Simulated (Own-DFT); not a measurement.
## Calculated data, SiC (2H silicon carbide, strained, atoms displaced)

Computed with Own-DFT development build. A calculation, not a measurement: plane-wave PBE density functional theory by an unreviewed code, no spin, of a simulated periodic cell, stress positive in tension, free energy of the whole cell less one offset for each atom, forces on such cells passed a denser k mesh, this cell's mesh not checked; offsets are fitted by least squares, one for each functional and potential file, so energies compare only between cells with the same atoms and settings and are not formation energies; the far tail of each file's local potential was reset to the Coulomb form; each entry is a single point on an unrelaxed cell, so the pressure reflects the starting lattice, mostly measured values (interpolated for alloys), from which strain is counted, and rises with the displacements; printed positions are rounded, which can move forces by about a meV/angstrom; the program, named Own-DFT, is a retired in-house code; no spin-orbit coupling; before rounding, a Quantum ESPRESSO 7.3.1 run of the same cell and cutoff gave forces within 1 meV/angstrom rms on each cell, which checks the program and not the settings.

```cif
# cell vector a (Å): 6.1222 -0.0401 0.0480
# cell vector b (Å): -3.0958 5.3918 -0.0061
# cell vector c (Å): 0.0784 0.0337 10.2364
data_SiC
_symmetry_space_group_name_H-M 'P 1'
_symmetry_Int_Tables_number 1
_cell_length_a 6.1225
_cell_length_b 6.2174
_cell_length_c 10.2368
_cell_angle_alpha 90.111
_cell_angle_beta 89.113
_cell_angle_gamma 120.238
_cell_volume 336.61
loop_
_atom_site_label
_atom_site_type_symbol
_atom_site_fract_x
_atom_site_fract_y
_atom_site_fract_z
_atom_site_occupancy
Si1 Si 0.99957 0.99719 0.00171 1
Si2 Si 0.15444 0.32271 0.24652 1
C1 C 0.98894 0.99703 0.19140 1
C2 C 0.16816 0.33731 0.43394 1
Si3 Si 0.99374 0.98520 0.49387 1
Si4 Si 0.17728 0.32890 0.75183 1
C3 C 0.00870 0.00434 0.68984 1
C4 C 0.15793 0.32737 0.93599 1
Si5 Si 0.00622 0.50136 0.00411 1
Si6 Si 0.16111 0.82049 0.24522 1
C5 C 0.00503 0.51572 0.18456 1
C6 C 0.18057 0.83095 0.43943 1
Si7 Si 0.98997 0.50115 0.50455 1
Si8 Si 0.16258 0.83329 0.74806 1
C7 C 0.99840 0.48808 0.68849 1
C8 C 0.16168 0.82673 0.94075 1
Si9 Si 0.50020 0.98898 0.99865 1
Si10 Si 0.66785 0.33075 0.24798 1
C9 C 0.51515 0.01853 0.18526 1
C10 C 0.68149 0.34638 0.44297 1
Si11 Si 0.49825 0.99342 0.51276 1
Si12 Si 0.64400 0.32155 0.75061 1
C11 C 0.49324 0.00103 0.68595 1
C12 C 0.67970 0.32854 0.94538 1
Si13 Si 0.48003 0.47868 0.99441 1
Si14 Si 0.66643 0.82344 0.25789 1
C13 C 0.49664 0.50472 0.19502 1
C14 C 0.66636 0.83934 0.44159 1
Si15 Si 0.50549 0.49162 0.50036 1
Si16 Si 0.67415 0.82674 0.74804 1
C15 C 0.48303 0.49708 0.68557 1
C16 C 0.65249 0.81953 0.93525 1
_calc_functional 'PBE'
_calc_potential_files 'PseudoDojo norm-conserving, scalar-relativistic, standard set'
_calc_wave_cutoff 42  # hartree
_calc_occupations 'Fermi-Dirac'
_calc_smearing_width 0.1  # eV
_calc_k_mesh '5 x 5 x 3 centred on Gamma'
_calc_free_energy_of_cell_above_offsets '-2.828'  # eV
_calc_pressure 1.68  # GPa
_calc_stress_xx -5.96  # GPa
_calc_stress_yy -1.74  # GPa
_calc_stress_zz 2.67  # GPa
_calc_stress_yz -0.78  # GPa
_calc_stress_xz 2.79  # GPa
_calc_stress_xy -4.38  # GPa
```

Force:
| element | x (eV/Å) | y (eV/Å) | z (eV/Å) |
| --- | --- | --- | --- |
| Si | -1.006 | -1.059 | 0.012 |
| Si | 0.396 | 1.52 | 1.486 |
| C | 1.449 | -0.39 | -0.946 |
| C | -0.132 | -1.034 | 0.689 |
| Si | 1.003 | 2.409 | 0.783 |
| Si | -3.707 | -0.41 | -0.127 |
| C | -0.408 | -0.853 | -0.97 |
| C | 0.34 | -0.714 | 0.313 |
| Si | -0.619 | 0.107 | -0.879 |
| Si | 0.775 | 3.518 | 1.568 |
| C | 0.587 | -2.904 | 0.066 |
| C | -1.621 | -0.199 | -0.656 |
| Si | 3.419 | 0.159 | 0.035 |
| Si | 0.395 | -1.739 | 0.824 |
| C | -1.091 | 0.671 | 0.698 |
| C | 0.263 | 0.776 | -0.711 |
| Si | -0.454 | 0.941 | 0.562 |
| Si | -0.799 | 1.377 | 0.947 |
| C | -0.189 | -2.963 | 0.379 |
| C | -1.252 | -2.472 | -1.402 |
| Si | 0.08 | 1.252 | -3.018 |
| Si | 2.341 | 1.304 | 0.627 |
| C | 1.061 | -0.747 | 2.044 |
| C | -2.384 | -0.616 | -1.696 |
| Si | 2.162 | 1.728 | 1.879 |
| Si | -1.952 | 1.11 | -0.788 |
| C | 0.331 | -1.407 | -1.615 |
| C | 0.356 | -1.461 | 0.275 |
| Si | -2.309 | 0.715 | -0.694 |
| Si | -1.559 | 0.66 | 0.517 |
| C | 3.139 | 0.942 | -0.117 |
| C | 1.387 | -0.22 | -0.085 |
